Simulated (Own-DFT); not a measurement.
# Computed records: InGa3As4 (zincblende random alloy, strained, atoms displaced), Al3GaAs4 (zincblende random alloy, strained, atoms displaced), In3GaP4 (zincblende random alloy, strained, atoms displaced), Al3GaN4 (wurtzite random alloy, atoms displaced)

Computed with Own-DFT development build. A calculation, not a measurement: plane-wave PBE density functional theory by an unreviewed code, no spin, of a simulated periodic cell, stress positive in tension, free energy of the whole cell less one offset for each atom, forces on such cells passed a denser k mesh, this cell's mesh not checked; offsets are fitted by least squares, one for each functional and potential file, so energies compare only between cells with the same atoms and settings and are not formation energies; the far tail of each file's local potential was reset to the Coulomb form; each entry is a single point on an unrelaxed cell, so the pressure reflects the starting lattice, mostly measured values, from which strain is counted, and rises with the displacements; printed positions are rounded, which can move forces by about a meV/angstrom; the program is a retired in-house code; no spin-orbit coupling; before rounding, a Quantum ESPRESSO 7.3.1 run of the same cell and cutoff gave forces within 1 meV/angstrom rms on each cell, which checks the program and not the settings.

Common to all runs: functional PBE; potential files PseudoDojo norm-conserving, scalar-relativistic, standard set; wave cutoff 42 hartree; occupations Fermi-Dirac; smearing width 0.1 eV.

(1) 
```cif
# cell vector a (Å): 11.3066 0.0000 0.0000
# cell vector b (Å): 0.0000 11.3066 0.0000
# cell vector c (Å): 0.0000 0.0000 11.6914
data_InGa3As4
_symmetry_space_group_name_H-M 'P 1'
_symmetry_Int_Tables_number 1
_cell_length_a 11.3066
_cell_length_b 11.3066
_cell_length_c 11.6914
_cell_angle_alpha 90.000
_cell_angle_beta 90.000
_cell_angle_gamma 90.000
_cell_volume 1494.62
loop_
_atom_site_label
_atom_site_type_symbol
_atom_site_fract_x
_atom_site_fract_y
_atom_site_fract_z
_atom_site_occupancy
Ga1 Ga 0.99112 0.00612 0.99792 1
In1 In 0.99300 0.24838 0.25294 1
In2 In 0.24702 0.99419 0.25130 1
Ga2 Ga 0.24540 0.24977 0.99908 1
As1 As 0.12004 0.12247 0.12572 1
As2 As 0.13504 0.37752 0.36929 1
As3 As 0.36526 0.12617 0.36669 1
As4 As 0.37723 0.37437 0.11983 1
Ga3 Ga 0.99981 0.99582 0.49904 1
In3 In 0.99514 0.24823 0.75192 1
Ga4 Ga 0.25082 0.00477 0.75041 1
In4 In 0.25246 0.25727 0.49541 1
As5 As 0.12013 0.13130 0.62654 1
As6 As 0.13004 0.37147 0.88006 1
As7 As 0.37743 0.12092 0.87595 1
As8 As 0.37713 0.37544 0.63633 1
Ga5 Ga 0.99091 0.50324 0.99738 1
Ga6 Ga 0.01030 0.76230 0.23708 1
Ga7 Ga 0.24557 0.50305 0.24525 1
In5 In 0.25432 0.75633 0.00299 1
As9 As 0.12899 0.63636 0.13103 1
As10 As 0.12409 0.87455 0.37744 1
As11 As 0.37903 0.62397 0.37380 1
As12 As 0.38113 0.88387 0.12549 1
Ga8 Ga 0.99922 0.49420 0.50562 1
In6 In 0.99743 0.74930 0.74925 1
Ga9 Ga 0.25308 0.50221 0.74791 1
Ga10 Ga 0.25190 0.74450 0.49883 1
As13 As 0.13206 0.62072 0.62673 1
As14 As 0.12491 0.87138 0.87462 1
As15 As 0.37485 0.62287 0.87624 1
As16 As 0.37979 0.87713 0.62052 1
Ga11 Ga 0.49590 0.00188 0.99518 1
Ga12 Ga 0.49538 0.25666 0.24647 1
Ga13 Ga 0.75428 0.00288 0.24651 1
Ga14 Ga 0.74985 0.25490 0.99236 1
As17 As 0.62531 0.12163 0.12799 1
As18 As 0.62180 0.37864 0.37282 1
As19 As 0.86998 0.12651 0.37943 1
As20 As 0.87899 0.37774 0.12523 1
Ga15 Ga 0.50690 0.00206 0.49879 1
Ga16 Ga 0.49820 0.24814 0.75485 1
Ga17 Ga 0.75098 0.00162 0.75082 1
Ga18 Ga 0.75188 0.25055 0.49914 1
As21 As 0.62986 0.12073 0.61842 1
As22 As 0.63634 0.37559 0.86909 1
As23 As 0.88009 0.12881 0.86982 1
As24 As 0.87392 0.37440 0.63018 1
Ga19 Ga 0.49643 0.50076 0.00565 1
Ga20 Ga 0.49899 0.75398 0.24528 1
Ga21 Ga 0.74704 0.50108 0.25122 1
Ga22 Ga 0.75724 0.74682 0.99693 1
As25 As 0.62625 0.62647 0.12998 1
As26 As 0.63339 0.87297 0.37310 1
As27 As 0.87238 0.62644 0.37435 1
As28 As 0.87711 0.87113 0.12294 1
Ga23 Ga 0.49571 0.48940 0.49627 1
In7 In 0.49881 0.75132 0.75440 1
Ga24 Ga 0.74538 0.50805 0.75804 1
In8 In 0.74747 0.75783 0.50049 1
As29 As 0.63114 0.62296 0.63136 1
As30 As 0.61276 0.87450 0.87470 1
As31 As 0.86802 0.62753 0.87791 1
As32 As 0.87266 0.87453 0.62519 1
_calc_k_mesh '3 x 3 x 3 centred on Gamma'
_calc_free_energy_of_cell_above_offsets '-20.504'  # eV
_calc_pressure 6.43  # GPa
_calc_stress_xx -6.83  # GPa
_calc_stress_yy -7.01  # GPa
_calc_stress_zz -5.46  # GPa
_calc_stress_yz 0.8  # GPa
_calc_stress_xz -0.38  # GPa
_calc_stress_xy 0.32  # GPa
```

Force:
| element | x (eV/Å) | y (eV/Å) | z (eV/Å) |
| --- | --- | --- | --- |
| Ga | 0.748 | -0.632 | -0.023 |
| In | 0.905 | 0.291 | 0.18 |
| In | -0.379 | 0.198 | -0.629 |
| Ga | 0.565 | -0.643 | 0.552 |
| As | 0.103 | 0.079 | -1.589 |
| As | -1.669 | 1.606 | -0.182 |
| As | 2.921 | 0.321 | 0.813 |
| As | -0.934 | 0.056 | 0.24 |
| Ga | -0.095 | 0.556 | 0.48 |
| In | 1.441 | 1.453 | -0.325 |
| Ga | -0.329 | -0.519 | -0.513 |
| In | 0.327 | -0.601 | 1.381 |
| As | 0.95 | -1.947 | -0.962 |
| As | -0.23 | 1.614 | -0.162 |
| As | -0.705 | 0.823 | -0.04 |
| As | 0.598 | 0.244 | -0.273 |
| Ga | 1.151 | 0.018 | 0.433 |
| Ga | -0.856 | -0.621 | 1.699 |
| Ga | 0.846 | 0.122 | 0.045 |
| In | 0.369 | -0.23 | -0.217 |
| As | -0.909 | -1.863 | -0.491 |
| As | -0.823 | -1.237 | 1.069 |
| As | -0.256 | -0.007 | -0.276 |
| As | 1.269 | -0.464 | -0.138 |
| Ga | 0.192 | 0.397 | -0.809 |
| In | 0.403 | -0.388 | -0.217 |
| Ga | -0.128 | -0.291 | 0.917 |
| Ga | 0.214 | 0.333 | 0.077 |
| As | -0.205 | -0.339 | -0.872 |
| As | -0.161 | 2.324 | 0.021 |
| As | -0.223 | -1.42 | 0.334 |
| As | -1.187 | 0.683 | -0.618 |
| Ga | 0.889 | 0.113 | 0.784 |
| Ga | 0.336 | -0.768 | 0.346 |
| Ga | -0.107 | -0.428 | 0.263 |
| Ga | 0.396 | -0.658 | 1.028 |
| As | -0.145 | 0.779 | -0.831 |
| As | 0.392 | -0.846 | 0.011 |
| As | -0.278 | -1.324 | 0.603 |
| As | -1.632 | 0.767 | -0.929 |
| Ga | -0.593 | -0.171 | -0.97 |
| Ga | 0.923 | -0.199 | -0.338 |
| Ga | -0.286 | -0.238 | 0.193 |
| Ga | -0.515 | 0.568 | 0.227 |
| As | -0.304 | 0.804 | 0.889 |
| As | -1.791 | -0.075 | 0.703 |
| As | -2.573 | -1.892 | 2.086 |
| As | -1.295 | 1.316 | -0.993 |
| Ga | 0.945 | 0.154 | -0.727 |
| Ga | 0.402 | -0.026 | 0.562 |
| Ga | 0.495 | 0.073 | -0.007 |
| Ga | -1.616 | 0.802 | 0.772 |
| As | -0.073 | 0.068 | -0.771 |
| As | -2.122 | 1.794 | -1.878 |
| As | 1.458 | -0.513 | -0.744 |
| As | -0.425 | 0.908 | -0.378 |
| Ga | 0.303 | 0.87 | 0.949 |
| In | -0.577 | -1.064 | -1.448 |
| Ga | 0.691 | -0.43 | -0.913 |
| In | 0.393 | -1.783 | 0.48 |
| As | -0.957 | -1.016 | -0.904 |
| As | 2.887 | 1.536 | 1.661 |
| As | 0.391 | -1.003 | 0.009 |
| As | 0.475 | 1.967 | 0.361 |

(2) 
```cif
# cell vector a (Å): 11.2023 0.0371 0.0140
# cell vector b (Å): 0.0371 11.5030 0.1716
# cell vector c (Å): 0.0140 0.1716 11.3179
data_Al3GaAs4
_symmetry_space_group_name_H-M 'P 1'
_symmetry_Int_Tables_number 1
_cell_length_a 11.2024
_cell_length_b 11.5043
_cell_length_c 11.3192
_cell_angle_alpha 88.276
_cell_angle_beta 89.855
_cell_angle_gamma 89.624
_cell_volume 1458.08
loop_
_atom_site_label
_atom_site_type_symbol
_atom_site_fract_x
_atom_site_fract_y
_atom_site_fract_z
_atom_site_occupancy
Al1 Al 0.99822 0.00454 0.00448 1
Al2 Al 0.00232 0.25470 0.25011 1
Al3 Al 0.25131 0.00408 0.25725 1
Al4 Al 0.25203 0.25041 0.99406 1
As1 As 0.11802 0.12333 0.12271 1
As2 As 0.12050 0.37279 0.37641 1
As3 As 0.37759 0.12538 0.37580 1
As4 As 0.37866 0.37398 0.12184 1
Al5 Al 0.99885 0.99838 0.51183 1
Al6 Al 0.99183 0.24905 0.75181 1
Al7 Al 0.24131 0.00086 0.74440 1
Ga1 Ga 0.24525 0.24899 0.49829 1
As5 As 0.12126 0.13000 0.62401 1
As6 As 0.12230 0.37192 0.87539 1
As7 As 0.37490 0.12506 0.87597 1
As8 As 0.37750 0.37980 0.62689 1
Al8 Al 0.00130 0.50221 0.00066 1
Al9 Al 0.99606 0.74152 0.25110 1
Al10 Al 0.24072 0.49390 0.25193 1
Al11 Al 0.24982 0.73886 0.00014 1
As9 As 0.13297 0.62128 0.12273 1
As10 As 0.13060 0.87736 0.38399 1
As11 As 0.37413 0.62604 0.38438 1
As12 As 0.37322 0.87592 0.12013 1
Al12 Al 0.00381 0.49584 0.49676 1
Ga2 Ga 0.99553 0.75141 0.74688 1
Al13 Al 0.24728 0.49671 0.74958 1
Al14 Al 0.24649 0.75013 0.50475 1
As13 As 0.11674 0.62023 0.62371 1
As14 As 0.12767 0.87574 0.87243 1
As15 As 0.38096 0.62011 0.87241 1
As16 As 0.37718 0.87001 0.61998 1
Al15 Al 0.49603 0.99358 0.00070 1
Ga3 Ga 0.50266 0.25319 0.24509 1
Ga4 Ga 0.75043 0.01148 0.25157 1
Ga5 Ga 0.75136 0.25061 0.99448 1
As17 As 0.63022 0.12681 0.12909 1
As18 As 0.61969 0.37173 0.37517 1
As19 As 0.87736 0.12059 0.37456 1
As20 As 0.86860 0.37175 0.11975 1
Al16 Al 0.49211 0.00071 0.50204 1
Ga6 Ga 0.49388 0.25199 0.75303 1
Ga7 Ga 0.74808 0.99827 0.74953 1
Al17 Al 0.75255 0.25083 0.50389 1
As21 As 0.62924 0.12147 0.62607 1
As22 As 0.62255 0.36600 0.87484 1
As23 As 0.87641 0.12194 0.87196 1
As24 As 0.87976 0.37128 0.63021 1
Al18 Al 0.49717 0.50193 0.00118 1
Ga8 Ga 0.50697 0.75119 0.25059 1
Al19 Al 0.74959 0.50207 0.25146 1
Al20 Al 0.74659 0.75486 0.98998 1
As25 As 0.63509 0.62146 0.13379 1
As26 As 0.62407 0.87559 0.37377 1
As27 As 0.88086 0.62255 0.38082 1
As28 As 0.87449 0.87988 0.13489 1
Al21 Al 0.50230 0.49981 0.49383 1
Al22 Al 0.50168 0.75135 0.74594 1
Al23 Al 0.75474 0.49969 0.75047 1
Al24 Al 0.74986 0.75218 0.49890 1
As29 As 0.62885 0.62439 0.62179 1
As30 As 0.62626 0.87570 0.87917 1
As31 As 0.87276 0.61454 0.87272 1
As32 As 0.87288 0.88055 0.62423 1
_calc_k_mesh '3 x 3 x 3 centred on Gamma'
_calc_free_energy_of_cell_above_offsets '-18.201'  # eV
_calc_pressure 2.95  # GPa
_calc_stress_xx -3.53  # GPa
_calc_stress_yy -2.21  # GPa
_calc_stress_zz -3.1  # GPa
_calc_stress_yz 2.99  # GPa
_calc_stress_xz -0.49  # GPa
_calc_stress_xy 0.73  # GPa
```

Force:
| element | x (eV/Å) | y (eV/Å) | z (eV/Å) |
| --- | --- | --- | --- |
| Al | 0.077 | -1 | -0.37 |
| Al | -0.603 | -0.668 | -0.389 |
| Al | -0.108 | -0.269 | -0.733 |
| Al | -0.094 | -0.266 | 0.789 |
| As | 1.077 | 0.716 | 0.532 |
| As | 0.024 | -0.128 | -0.22 |
| As | -0.374 | 0.685 | -0.31 |
| As | -1.203 | 0.128 | 0.225 |
| Al | 0.708 | 0.515 | -1.256 |
| Al | 1.324 | -0.213 | 0.35 |
| Al | 1.262 | -0.035 | 0.117 |
| Ga | 1.068 | 0.197 | 0.285 |
| As | -0.416 | -0.05 | 0.295 |
| As | -0.322 | 0.231 | -0.159 |
| As | -0.465 | -0.715 | -0.342 |
| As | -0.57 | -0.312 | -0.658 |
| Al | 0.152 | -0.605 | 0.225 |
| Al | 1.07 | 0.93 | -0.091 |
| Al | 1.705 | 0.222 | 0.204 |
| Al | 0.903 | 1.219 | -0.821 |
| As | -1.541 | -0.044 | 0.497 |
| As | -1.113 | -0.147 | -0.657 |
| As | -0.612 | 0.02 | -1.228 |
| As | -0.695 | -0.739 | 0.896 |
| Al | -0.282 | -0.111 | 0.81 |
| Ga | 0.215 | -0.188 | 0.41 |
| Al | 0.099 | 0.249 | 0.099 |
| Al | 0.29 | -0.579 | 0.126 |
| As | 0.517 | 0.313 | 0.208 |
| As | -0.727 | -0.517 | 0.633 |
| As | -0.797 | 0.497 | -0.395 |
| As | -0.879 | 0.461 | 0.782 |
| Al | 0.8 | 1.062 | 0.085 |
| Ga | 0.078 | -0.459 | 0.317 |
| Ga | 0.152 | -1.126 | 0.53 |
| Ga | 0.118 | -0.687 | 0.219 |
| As | -1.044 | 0.027 | -1.245 |
| As | 0.755 | 0.182 | 0.04 |
| As | 0.292 | 0.87 | 0.677 |
| As | 0.548 | 0.686 | 0.607 |
| Al | 1.352 | -0.124 | -0.051 |
| Ga | 0.668 | -0.539 | -0.468 |
| Ga | 0.324 | 0.087 | 0.384 |
| Al | 0.184 | -0.246 | -0.376 |
| As | -1.193 | 0.475 | -0.237 |
| As | -0.152 | 1.432 | -0.187 |
| As | -0.611 | -0.241 | 0.356 |
| As | -0.809 | 0.825 | -1.031 |
| Al | 1.406 | -0.283 | 0.294 |
| Ga | -0.565 | -0.227 | -0.083 |
| Al | 0.976 | -1.146 | 0.878 |
| Al | 1.378 | -1.11 | 1.669 |
| As | -1.334 | 1.044 | -1.744 |
| As | -0.021 | 0.661 | 0.231 |
| As | -1.026 | -0.164 | -0.23 |
| As | -0.248 | -0.59 | -0.984 |
| Al | 0.189 | 0.013 | 0.708 |
| Al | 0.511 | -0.226 | 0.343 |
| Al | -0.783 | -0.761 | -0.281 |
| Al | 0.34 | 0.093 | -0.036 |
| As | -0.258 | -0.174 | 0.204 |
| As | -1.127 | 0.359 | -1.13 |
| As | 0.111 | 1.489 | 0.387 |
| As | -0.704 | -1.003 | 0.303 |

(3) 
```cif
# cell vector a (Å): 11.3066 0.0000 0.0000
# cell vector b (Å): 0.0000 11.3066 0.0000
# cell vector c (Å): 0.0000 0.0000 11.7278
data_In3GaP4
_symmetry_space_group_name_H-M 'P 1'
_symmetry_Int_Tables_number 1
_cell_length_a 11.3066
_cell_length_b 11.3066
_cell_length_c 11.7278
_cell_angle_alpha 90.000
_cell_angle_beta 90.000
_cell_angle_gamma 90.000
_cell_volume 1499.27
loop_
_atom_site_label
_atom_site_type_symbol
_atom_site_fract_x
_atom_site_fract_y
_atom_site_fract_z
_atom_site_occupancy
In1 In 0.99956 0.00376 0.99939 1
In2 In 0.00188 0.25197 0.24970 1
Ga1 Ga 0.25182 0.99674 0.24868 1
Ga2 Ga 0.24985 0.25689 0.00301 1
P1 P 0.12977 0.12270 0.12635 1
P2 P 0.12465 0.37138 0.37785 1
P3 P 0.37423 0.12326 0.38410 1
P4 P 0.37900 0.37315 0.12504 1
In3 In 0.99983 0.00028 0.49478 1
In4 In 0.00229 0.25547 0.75444 1
In5 In 0.25291 0.00347 0.74806 1
Ga3 Ga 0.25450 0.24959 0.50738 1
P5 P 0.12718 0.12606 0.62706 1
P6 P 0.11798 0.37069 0.87051 1
P7 P 0.37350 0.13101 0.87160 1
P8 P 0.37469 0.37897 0.62637 1
In6 In 0.00681 0.49638 0.00168 1
Ga4 Ga 0.99365 0.75099 0.24076 1
In7 In 0.25291 0.50309 0.25579 1
Ga5 Ga 0.25098 0.75207 0.99141 1
P9 P 0.12318 0.62851 0.13103 1
P10 P 0.12953 0.87594 0.37951 1
P11 P 0.37176 0.62415 0.36836 1
P12 P 0.37138 0.87910 0.12849 1
In8 In 0.00823 0.49950 0.49910 1
In9 In 0.99659 0.74643 0.74802 1
In10 In 0.25099 0.50132 0.74437 1
Ga6 Ga 0.25093 0.75469 0.50776 1
P13 P 0.12321 0.61790 0.62807 1
P14 P 0.12004 0.86256 0.87478 1
P15 P 0.37137 0.62825 0.86933 1
P16 P 0.37238 0.88156 0.62435 1
Ga7 Ga 0.49996 0.00111 0.00275 1
In11 In 0.50043 0.24938 0.24865 1
In12 In 0.75273 0.00110 0.24926 1
Ga8 Ga 0.75113 0.24672 0.00469 1
P17 P 0.62919 0.13021 0.12428 1
P18 P 0.61990 0.36980 0.37795 1
P19 P 0.86940 0.12563 0.37369 1
P20 P 0.87583 0.36965 0.12459 1
In13 In 0.49689 0.00135 0.50048 1
In14 In 0.49859 0.25148 0.74005 1
In15 In 0.75066 0.00273 0.74895 1
In16 In 0.75212 0.25260 0.50608 1
P21 P 0.62098 0.12311 0.61989 1
P22 P 0.61982 0.37295 0.87128 1
P23 P 0.87865 0.12489 0.87235 1
P24 P 0.86603 0.36327 0.62522 1
In17 In 0.49978 0.50210 0.99942 1
In18 In 0.49931 0.75429 0.25503 1
In19 In 0.74265 0.49560 0.25066 1
In20 In 0.75036 0.75008 0.00462 1
P25 P 0.62923 0.62096 0.12341 1
P26 P 0.62369 0.88026 0.37554 1
P27 P 0.87811 0.62471 0.37530 1
P28 P 0.86815 0.87915 0.12220 1
In21 In 0.49757 0.50280 0.49872 1
In22 In 0.50058 0.74800 0.75613 1
In23 In 0.75420 0.49736 0.75150 1
In24 In 0.75720 0.75162 0.50128 1
P29 P 0.62855 0.62145 0.62552 1
P30 P 0.62314 0.87241 0.87862 1
P31 P 0.87546 0.62267 0.87864 1
P32 P 0.87479 0.86886 0.62266 1
_calc_k_mesh '3 x 3 x 3 centred on Gamma'
_calc_free_energy_of_cell_above_offsets '-29.063'  # eV
_calc_pressure 6.04  # GPa
_calc_stress_xx -6.63  # GPa
_calc_stress_yy -6.64  # GPa
_calc_stress_zz -4.84  # GPa
_calc_stress_yz -0.97  # GPa
_calc_stress_xz -1.1  # GPa
_calc_stress_xy -0.36  # GPa
```

Force:
| element | x (eV/Å) | y (eV/Å) | z (eV/Å) |
| --- | --- | --- | --- |
| In | 0.521 | -0.574 | -0.004 |
| In | 0.007 | -0.706 | 0.14 |
| Ga | -0.229 | 0.404 | 0.657 |
| Ga | 0.025 | -0.55 | -0.326 |
| P | 1.096 | 0.265 | 0.018 |
| P | 1.425 | -0.747 | 0.502 |
| P | -1.589 | 0.767 | -1.39 |
| P | -1.402 | 0.067 | -0.631 |
| In | -0.039 | 0.316 | 0.52 |
| In | -0.887 | -1.345 | -1.533 |
| In | -0.79 | -0.458 | 1.026 |
| Ga | -0.392 | -0.01 | -0.312 |
| P | -0.082 | 0.796 | -0.932 |
| P | 2.661 | 0.856 | 1.752 |
| P | 0.219 | -0.11 | 1.896 |
| P | -0.628 | -0.746 | -1.387 |
| In | -0.432 | 0.396 | 0.299 |
| Ga | 0.209 | 0.226 | 0.769 |
| In | -1.011 | -1.171 | -1.068 |
| Ga | -0.213 | -0.112 | 0.806 |
| P | 0.43 | 0.943 | -0.689 |
| P | 0.389 | -1.059 | -1.423 |
| P | 0.186 | 1.61 | 2.326 |
| P | -0.141 | 0.154 | -1.304 |
| In | -1.269 | -0.507 | 0.112 |
| In | -0.121 | -0.413 | 0.069 |
| In | -0.298 | -0.52 | 1.149 |
| Ga | -0.151 | -0.401 | -0.448 |
| P | 0.649 | 1.779 | -0.974 |
| P | 1.11 | 0.982 | 0.537 |
| P | -0.707 | -0.111 | 1.641 |
| P | 0.06 | -1.881 | -0.208 |
| Ga | -0.14 | 0.304 | -0.199 |
| In | -0.399 | -0.653 | 0.504 |
| In | -0.719 | 0.075 | 0.101 |
| Ga | 0.021 | 0.334 | -0.802 |
| P | -0.328 | -0.707 | -1.288 |
| P | 0.327 | 0.311 | 0.162 |
| P | 0.63 | 0.412 | 0.283 |
| P | -0.91 | -0.004 | -0.711 |
| In | 0.314 | -0.566 | -0.111 |
| In | 0.226 | -0.348 | 0.768 |
| In | -0.307 | -0.436 | -0.009 |
| In | -1.281 | -1.28 | -1.651 |
| P | 0.586 | -0.023 | 0.535 |
| P | 1.069 | -0.633 | 1.005 |
| P | -1.136 | 0.753 | 0.883 |
| P | 2.173 | 2.057 | 0.849 |
| In | -0.159 | -0.05 | -0.426 |
| In | 0.323 | -0.288 | -0.773 |
| In | 0.845 | -0.186 | 0.43 |
| In | -0.094 | -0.321 | -0.685 |
| P | -0.927 | 0.657 | 0.472 |
| P | 0.497 | -0.399 | 0.271 |
| P | 0.365 | 0.288 | -1.167 |
| P | 1.592 | -0.646 | 0.756 |
| In | 0.082 | 0.187 | -0.137 |
| In | 0.216 | 0.483 | -1.346 |
| In | -0.309 | -0.091 | 0.235 |
| In | -1.249 | -0.591 | -0.824 |
| P | -0.246 | 0.516 | -0.039 |
| P | -0.276 | 1.275 | 0.604 |
| P | 0.061 | -0.028 | 0.061 |
| P | 0.545 | 1.458 | 0.658 |

(4) 
```cif
# cell vector a (Å): 9.3938 0.0000 0.0000
# cell vector b (Å): -4.6969 8.1352 0.0000
# cell vector c (Å): 0.0000 0.0000 10.0655
data_Al3GaN4
_symmetry_space_group_name_H-M 'P 1'
_symmetry_Int_Tables_number 1
_cell_length_a 9.3938
_cell_length_b 9.3937
_cell_length_c 10.0655
_cell_angle_alpha 90.000
_cell_angle_beta 90.000
_cell_angle_gamma 120.000
_cell_volume 769.21
loop_
_atom_site_label
_atom_site_type_symbol
_atom_site_fract_x
_atom_site_fract_y
_atom_site_fract_z
_atom_site_occupancy
Al1 Al 0.11047 0.21987 0.99938 1
Al2 Al 0.22065 0.11338 0.25985 1
N1 N 0.10818 0.22366 0.19197 1
N2 N 0.21724 0.10752 0.44051 1
Al3 Al 0.11224 0.22147 0.49796 1
Ga1 Ga 0.22102 0.10977 0.75021 1
N3 N 0.11347 0.22592 0.69100 1
N4 N 0.22136 0.10683 0.94051 1
Al4 Al 0.11497 0.55605 0.99981 1
Al5 Al 0.22803 0.44475 0.24405 1
N5 N 0.11007 0.55438 0.19707 1
N6 N 0.22060 0.44481 0.43470 1
Al6 Al 0.10887 0.55366 0.50333 1
Al7 Al 0.22749 0.44580 0.74687 1
N7 N 0.11354 0.55197 0.68845 1
N8 N 0.22147 0.44165 0.94151 1
Al8 Al 0.11118 0.88797 0.99829 1
Al9 Al 0.22019 0.77918 0.25538 1
N9 N 0.11520 0.89210 0.19426 1
N10 N 0.22364 0.77847 0.43935 1
Al10 Al 0.10752 0.88735 0.50010 1
Ga2 Ga 0.21741 0.77694 0.74984 1
N11 N 0.11117 0.88927 0.69155 1
N12 N 0.21853 0.77286 0.94068 1
Al11 Al 0.44360 0.21958 0.99361 1
Ga3 Ga 0.55970 0.11571 0.24177 1
N13 N 0.44740 0.22882 0.19324 1
N14 N 0.54910 0.10986 0.43677 1
Al12 Al 0.44592 0.22540 0.50291 1
Al13 Al 0.55151 0.11107 0.74566 1
N15 N 0.45092 0.22626 0.68960 1
N16 N 0.55687 0.11245 0.93951 1
Al14 Al 0.44361 0.55779 0.99846 1
Al15 Al 0.55425 0.44164 0.25023 1
N17 N 0.43856 0.55702 0.19146 1
N18 N 0.55660 0.44718 0.44100 1
Al16 Al 0.43994 0.55827 0.50168 1
Al17 Al 0.55974 0.44990 0.74861 1
N19 N 0.44387 0.55292 0.69047 1
N20 N 0.55851 0.44488 0.94244 1
Al18 Al 0.44473 0.88603 0.99964 1
Ga4 Ga 0.55632 0.77610 0.25141 1
N21 N 0.44869 0.89456 0.19498 1
N22 N 0.55610 0.77887 0.44125 1
Al19 Al 0.45004 0.88583 0.49592 1
Al20 Al 0.55580 0.77517 0.74733 1
N23 N 0.44421 0.88668 0.69186 1
N24 N 0.55585 0.77938 0.93508 1
Al21 Al 0.77709 0.21452 0.99517 1
Ga5 Ga 0.88689 0.11581 0.24610 1
N25 N 0.78728 0.22684 0.19087 1
N26 N 0.88688 0.10887 0.44259 1
Al22 Al 0.78069 0.22272 0.50203 1
Al23 Al 0.89383 0.10900 0.74875 1
N27 N 0.77959 0.22388 0.69522 1
N28 N 0.88699 0.11105 0.93885 1
Ga6 Ga 0.77714 0.55514 0.00309 1
Ga7 Ga 0.88345 0.44135 0.24927 1
N29 N 0.77596 0.55173 0.18940 1
N30 N 0.88457 0.44113 0.43923 1
Ga8 Ga 0.77623 0.54919 0.49851 1
Al24 Al 0.89099 0.45465 0.74805 1
N31 N 0.78228 0.55625 0.68980 1
N32 N 0.88988 0.44712 0.94537 1
Al25 Al 0.77516 0.89319 0.99862 1
Ga9 Ga 0.89763 0.78184 0.24969 1
N33 N 0.78061 0.88730 0.18851 1
N34 N 0.89013 0.77198 0.44438 1
Al26 Al 0.77159 0.88852 0.49834 1
Al27 Al 0.89028 0.77835 0.74850 1
N35 N 0.77122 0.88464 0.69160 1
N36 N 0.88672 0.77713 0.93974 1
_calc_k_mesh '4 x 4 x 3 centred on Gamma'
_calc_free_energy_of_cell_above_offsets '-20.425'  # eV
_calc_pressure 5.14  # GPa
_calc_stress_xx -5.77  # GPa
_calc_stress_yy -5.51  # GPa
_calc_stress_zz -4.12  # GPa
_calc_stress_yz 0.08  # GPa
_calc_stress_xz -0.07  # GPa
_calc_stress_xy 0.51  # GPa
```

Force:
| element | x (eV/Å) | y (eV/Å) | z (eV/Å) |
| --- | --- | --- | --- |
| Al | -0.018 | 0.039 | 0.348 |
| Al | 0.423 | 0.085 | -1.91 |
| N | 1.799 | 0.091 | -0.795 |
| N | 0.401 | 0.506 | 1.182 |
| Al | -0.584 | 0.338 | 0.084 |
| Ga | 0.426 | 0.622 | -0.149 |
| N | -0.385 | -0.105 | -0.689 |
| N | -0.235 | 0.417 | 0.79 |
| Al | -0.855 | -0.608 | 0.911 |
| Al | -2.062 | -0.151 | 0.96 |
| N | 0.996 | 0.921 | -1.331 |
| N | 0.322 | -0.201 | 0.941 |
| Al | 0.065 | 0.194 | -1.441 |
| Al | -0.753 | -0.298 | 0.879 |
| N | -0.483 | -0.367 | 0.127 |
| N | 0.25 | 0.158 | -0.508 |
| Al | -0.23 | -0.469 | 0.697 |
| Al | 0.743 | -0.4 | -0.685 |
| N | 0.996 | 0.915 | -1.121 |
| N | -0.14 | -0.225 | 1.096 |
| Al | 0.875 | -0.128 | 0.074 |
| Ga | 1.177 | -0.217 | -0.031 |
| N | -1.128 | -0.358 | -1.087 |
| N | 0.362 | 0.756 | 0.956 |
| Al | 0.02 | 0.586 | 1.156 |
| Ga | -0.141 | 0.353 | 1.19 |
| N | -1.36 | -0.706 | -1.264 |
| N | 1.053 | 0.267 | 1.375 |
| Al | 0.03 | -0.449 | -0.87 |
| Al | 1.353 | -0.233 | 0.512 |
| N | -0.457 | 0.384 | 0.011 |
| N | -0.195 | -0.755 | -0.085 |
| Al | 0.553 | -0.256 | 0.177 |
| Al | -0.216 | 1.124 | 0.133 |
| N | 1.86 | -0.71 | -1.138 |
| N | -1.646 | -0.64 | -0.282 |
| Al | 0.65 | -0.68 | -0.641 |
| Al | 0.431 | -0.504 | 0.551 |
| N | 0.188 | 0.474 | -0.234 |
| N | -1.826 | -0.533 | -1.089 |
| Al | -0.517 | 0.38 | 0.101 |
| Ga | -0.02 | 0.536 | -0.358 |
| N | -0.827 | -1.576 | -1.627 |
| N | 0.371 | -0.726 | 0.763 |
| Al | -1.985 | 1.052 | 0.62 |
| Al | -0.764 | 0.279 | 0.348 |
| N | 0.504 | 0.421 | -0.876 |
| N | -0.054 | -0.373 | 0.717 |
| Al | -0.751 | 1.891 | 0.288 |
| Ga | 1.266 | -1.309 | 1.235 |
| N | -1.773 | -0.698 | -2.305 |
| N | 0.177 | 0.128 | 0.521 |
| Al | -0.926 | -0.416 | 0.136 |
| Al | -1.282 | 0.279 | -0.08 |
| N | 0.073 | 0.043 | -0.54 |
| N | 1.095 | -0.253 | -0.175 |
| Ga | 0.324 | 0.225 | -0.365 |
| Ga | 0.912 | 0.977 | 0.188 |
| N | -1.333 | 0.501 | 1.128 |
| N | 1.636 | -0.557 | 0.984 |
| Ga | -0.33 | 0.552 | 0.273 |
| Al | 1.211 | -1.802 | 1.238 |
| N | -1.049 | 0.601 | 0.768 |
| N | 1.296 | -0.935 | -1.304 |
| Al | 0.864 | -0.938 | -0.058 |
| Ga | -0.878 | -1.052 | 0.442 |
| N | -0.549 | 0.314 | -0.702 |
| N | -1.094 | 1.579 | 0.045 |
| Al | 1.523 | -0.166 | 0.43 |
| Al | -0.548 | -0.141 | 0.324 |
| N | 1.131 | 0.539 | -0.564 |
| N | 0.042 | 1.408 | -0.396 |
